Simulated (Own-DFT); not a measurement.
SiC (4H silicon carbide, atoms displaced) (calculated)

A calculation, not a measurement: plane-wave PBE density functional theory by an unreviewed code, no spin, of a simulated periodic cell, stress positive in tension, free energy of the whole cell less one offset for each atom, forces on such cells passed a denser k mesh, this cell's mesh not checked; offsets are fitted by least squares, one for each functional and potential file, so energies compare only between cells with the same atoms and settings and are not formation energies; the far tail of each file's local potential was reset to the Coulomb form; each entry is a single point on an unrelaxed cell, so the pressure reflects the starting lattice, mostly measured values (interpolated for alloys), from which strain is counted, and rises with the displacements; printed positions are rounded, which can move forces by about a meV/angstrom; the program, named Own-DFT, is a retired in-house code; no spin-orbit coupling. Program: Own-DFT development build.

```cif
# cell vector a (Å): 6.1654 0.0000 0.0000
# cell vector b (Å): -3.0827 5.3394 0.0000
# cell vector c (Å): 0.0000 0.0000 10.0681
data_SiC
_symmetry_space_group_name_H-M 'P 1'
_symmetry_Int_Tables_number 1
_cell_length_a 6.1654
_cell_length_b 6.1654
_cell_length_c 10.0681
_cell_angle_alpha 90.000
_cell_angle_beta 90.000
_cell_angle_gamma 120.000
_cell_volume 331.44
loop_
_atom_site_label
_atom_site_type_symbol
_atom_site_fract_x
_atom_site_fract_y
_atom_site_fract_z
_atom_site_occupancy
Si1 Si 0.01027 0.00532 0.41544 1
Si2 Si 0.14287 0.33378 0.15568 1
C1 C 0.00583 0.00575 0.09809 1
C2 C 0.18780 0.34547 0.33198 1
Si3 Si 0.99640 0.48357 0.42631 1
Si4 Si 0.19325 0.84719 0.15534 1
C3 C 0.98674 0.50717 0.08756 1
C4 C 0.18480 0.83483 0.33691 1
Si5 Si 0.47883 0.00807 0.40602 1
Si6 Si 0.70045 0.36508 0.14952 1
C5 C 0.51339 0.01150 0.10699 1
C6 C 0.69800 0.33187 0.35665 1
Si7 Si 0.49774 0.49524 0.39911 1
Si8 Si 0.69765 0.84689 0.17469 1
C7 C 0.47051 0.49543 0.10187 1
C8 C 0.66181 0.83174 0.33670 1
Si9 Si 0.99475 0.99015 0.91268 1
Si10 Si 0.82955 0.66500 0.66002 1
C9 C 0.98850 0.98760 0.59566 1
C10 C 0.81764 0.64028 0.85630 1
Si11 Si 0.00024 0.52242 0.91173 1
Si12 Si 0.82777 0.19008 0.65894 1
C11 C 0.94858 0.48891 0.58844 1
C12 C 0.83112 0.17594 0.83618 1
Si13 Si 0.53053 0.00062 0.88530 1
Si14 Si 0.30700 0.64504 0.65706 1
C13 C 0.48024 0.02461 0.60418 1
C14 C 0.29565 0.62741 0.85232 1
Si15 Si 0.49122 0.47305 0.89925 1
Si16 Si 0.32168 0.17105 0.67202 1
C15 C 0.49449 0.50994 0.59742 1
C16 C 0.33505 0.17112 0.83988 1
_calc_functional 'PBE'
_calc_potential_files 'PseudoDojo norm-conserving, scalar-relativistic, standard set'
_calc_wave_cutoff 42  # hartree
_calc_occupations 'Fermi-Dirac'
_calc_smearing_width 0.1  # eV
_calc_hardware 'one NVIDIA H100'
_calc_k_mesh '5 x 5 x 3 centred on Gamma'
_calc_free_energy_of_cell_above_offsets '4.763'  # eV
_calc_pressure 10.97  # GPa
_calc_stress_xx -11.1  # GPa
_calc_stress_yy -5.68  # GPa
_calc_stress_zz -16.14  # GPa
_calc_stress_yz 0.59  # GPa
_calc_stress_xz 2.91  # GPa
_calc_stress_xy -4.91  # GPa
_calc_wall_time 118  # s
```

Force:
```tsv
element	x (eV/Å)	y (eV/Å)	z (eV/Å)
Si	-0.504	-0.814	-3.025
Si	1.662	0.596	-0.975
C	0.699	-0.36	-0.737
C	-2.381	-1.889	4.172
Si	2.153	2.164	-6.963
Si	-1.344	-0.211	-0.147
C	4.497	2.697	0.398
C	-3.657	-1.703	2.013
Si	4.194	0.316	1.405
Si	-6.731	-4.552	3.497
C	2.347	1.027	-2.86
C	-3.839	0.315	-2.84
Si	2.263	1.433	0.946
Si	-3.297	-1.498	-6.85
C	3.393	1.3	-1.636
C	0.746	0.507	7.684
Si	-0.353	0.892	-0.581
Si	-3.066	0.934	0.921
C	-0.644	2.331	1.445
C	-1.687	3.87	-3.1
Si	0.692	-3.973	0.391
Si	0.073	-4.332	-1.278
C	4.287	1.449	4.103
C	3.918	1.162	1.304
Si	-5.303	-2.791	4.21
Si	-0.596	2.44	0.696
C	2.676	-3.108	-1.514
C	4.103	3.598	-2.945
Si	-2.576	2.709	4.392
Si	-1.385	0.581	-4.968
C	-0.488	-1.039	-0.598
C	0.149	-4.051	3.44
```
